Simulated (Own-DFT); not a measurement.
# Response to strain: wurtzite AlN, 128 atoms (Al64N64)

Calculated results; nothing here was measured. They come from Own-DFT, an in-house plane-wave density functional program, since retired, whose code no person has reviewed. Each row is one single-point run on a periodic cell that was not relaxed, without spin or spin-orbit coupling.

Settings of every run: PBE; PseudoDojo norm-conserving scalar-relativistic files; cutoff 42 hartree; 3 x 3 x 3 k mesh centred on Gamma; Gaussian smearing of 0.01 eV.

Known limits: k mesh not checked against a denser one; stress not checked against mesh or cutoff.

Unstrained cell vectors in Å: (12.448, 0.000, 0.000); (-6.224, 10.780, 0.000); (0.000, 0.000, 9.964). The unstrained cell has measured lattice constants (interpolated for alloys), not those of this functional. That, the random moves and any unrelaxed bonds set the pressure at no strain. Each run strains this cell uniformly, with the atoms carried along. Every atom was also moved at random, by a Gaussian of width 0.05 Å on each axis. Strain is the symmetric tensor, in per cent. Stress is positive in tension, and the pressure is minus a third of its trace.

```
run,e_xx (%),e_yy (%),e_zz (%),e_yz (%),e_xz (%),e_xy (%),s_xx (GPa),s_yy (GPa),s_zz (GPa),s_yz (GPa),s_xz (GPa),s_xy (GPa),P (GPa),E (meV/atom)
1,-1.10,0.52,-1.94,0.39,1.88,0.97,-12.60,-6.59,-15.14,0.92,5.08,1.77,11.44,34.9
2,-0.91,-1.19,-1.74,0.95,0.45,0.16,-11.47,-17.47,-14.10,3.28,1.60,0.01,14.35,22.7
3,1.25,-1.09,1.27,-0.09,0.25,-0.05,-0.38,-8.41,0.66,-0.73,0.18,0.69,2.71,0.0
4,-0.87,0.77,-1.29,-0.45,0.84,-0.65,-9.11,-3.04,-14.86,-0.84,1.91,-1.82,9.00,19.3
5,1.62,0.60,1.38,-1.24,1.47,-0.71,2.10,-0.08,1.41,-2.61,3.78,-4.05,-1.14,8.1
6,1.86,-0.23,1.71,0.59,-1.38,0.88,2.95,-3.95,3.26,1.10,-3.66,2.90,-0.75,3.9
7,0.37,1.66,-1.81,1.16,-1.90,0.13,-3.35,0.21,-11.32,3.32,-5.10,0.29,4.82,5.7
8,-0.44,-1.41,1.12,-0.74,1.95,1.80,-10.10,-14.31,-0.51,-2.02,4.86,8.16,8.31,37.8
9,-0.17,0.87,-1.77,-0.35,1.17,0.37,-7.19,-2.53,-14.25,-0.92,2.63,0.64,7.99,11.5
10,0.74,0.42,0.76,0.64,-1.67,0.40,-2.79,-3.09,0.83,1.20,-3.37,-0.05,1.68,6.1
11,0.94,-1.34,0.43,-0.71,1.09,1.08,-2.90,-10.38,-3.11,-1.70,2.82,4.77,5.46,1.6
12,0.29,1.90,-1.78,-0.78,-0.84,0.83,-4.14,1.96,-13.09,-2.17,-2.41,2.74,5.09,21.7
13,-1.42,0.29,0.66,-0.80,0.38,-1.05,-12.67,-5.91,-2.54,-1.85,0.77,-4.00,7.04,14.3
14,1.60,-0.27,-1.64,-1.87,1.87,-1.12,-2.03,-7.46,-9.76,-4.90,5.19,-4.15,6.42,33.4
15,-1.05,-1.74,0.26,-0.45,-0.38,0.82,-14.10,-16.51,-5.64,-2.20,-0.86,4.79,12.09,32.9
16,-1.35,0.59,-0.16,0.01,-1.19,1.74,?,?,?,?,?,?,?,?
```

E is the free energy for each atom above the lowest run shown.

## Worked fit

Each stress component was fitted by least squares to a constant and the strains of the runs shown, as fractions, with shears doubled. Shear strains stay in the fit of a normal stress only where such slopes are resolved. The slopes, in GPa:

| stress | at no strain | per e_xx | per e_yy | per e_zz | scatter |
|---|---|---|---|---|---|
| s_xx | -6.5 | 453 ± 26 | 112 ± 26 | 51 ± 23 | 0.96 |
| s_yy | -6.4 | 126 ± 30 | 533 ± 30 | 100 ± 26 | 1.10 |
| s_zz | -5.4 | 105 ± 38 | 11 ± 39 | 442 ± 34 | 1.43 |

Each shear stress against twice its own strain: yz 145 ± 10, xz 127 ± 7, xy 195 ± 15 GPa. These are stiffnesses along x, y and z of the frame in which the cell vectors are given, which need not be the crystal's axes. The atoms are held to the strained lattice; where symmetry lets them move under strain, relaxing them would lower some slopes. The table should be nearly symmetric about its diagonal, and what it lacks of that shows the noise. A ninth of its sum, 215 ± 6 GPa, estimates the bulk modulus near the mean pressure of these runs, 6.3 GPa, so it lies above the value at zero pressure.

## Withheld run

Question: what normal stresses and pressure should run 16 give?

The fit gives s_xx = -12.0, s_yy = -5.1, s_zz = -7.5 and P = 8.2 GPa. The calculation gave -11.85, -5.28, -6.56 and P = 7.90 GPa.
